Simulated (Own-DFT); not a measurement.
# A change of arrangement and its cost: In32P32, 64 atoms

Calculated results; nothing here was measured. The program, named Own-DFT, is a retired in-house plane-wave density functional code that no person has reviewed. Each row is one single-point run on a periodic cell that was not relaxed, without spin or spin-orbit coupling.

Settings of every run: PBE; PseudoDojo norm-conserving scalar-relativistic files; cutoff 36 hartree; 3 x 3 x 3 k mesh centred on Gamma; Fermi-Dirac smearing of 0.1 eV.

Known limits, some of them of some rows only: not probed for a lower state with spin; forces on such cells moved up to 12 meV/angstrom on a denser k mesh; stress not checked against mesh or cutoff.

All cells hold the same atoms in the same cell, with vectors in Å (11.737, 0.000, 0.000); (0.000, 11.737, 0.000); (0.000, 0.000, 11.737). Every atom was moved at random from its ideal site; u is the rms move along one axis. The defect's site can differ from row to row. E is the free energy of the cell above the lowest run. The arrangements:

- A: zincblende InP
- B: zincblende InP, with one In on a P site and one P on an In site, 2.5 Å apart

| arrangement | u (Å) | E (eV) | P (GPa) |
|---|---|---|---|
| A | 0.0192 | 0.000 | 3.19 |
| A | 0.0201 | 0.009 | 3.19 |
| A | 0.0209 | 0.082 | 3.22 |
| A | 0.0463 | 1.580 | 3.50 |
| A | 0.0479 | 1.935 | 3.58 |
| A | 0.0508 | 2.505 | 3.68 |
| B | 0.0269 | 4.404 | 3.60 |
| B | 0.0297 | 4.547 | 3.63 |
| B | 0.0302 | 4.507 | 3.64 |
| B | 0.0481 | 5.714 | 3.89 |
| B | 0.0514 | 6.302 | 4.02 |
| B | 0.0518 | 6.388 | 4.04 |

Question: once the cost of the random moves is taken out, how do the arrangements rank?

## Worked answer

Fit E = a + b u², with one b for all and one a for each arrangement, and with residuals divided by u², since the noise grows with the moves. Then b = 991 eV/Å², the scatter at u = 0.04 Å is 0.11 eV, and against A:

- B: 4.02 ± 0.04 eV (higher)

These are energies of unrelaxed cells. Relaxing the atoms lowers the strained arrangements most, so the gaps would shrink and small ones could change sign.
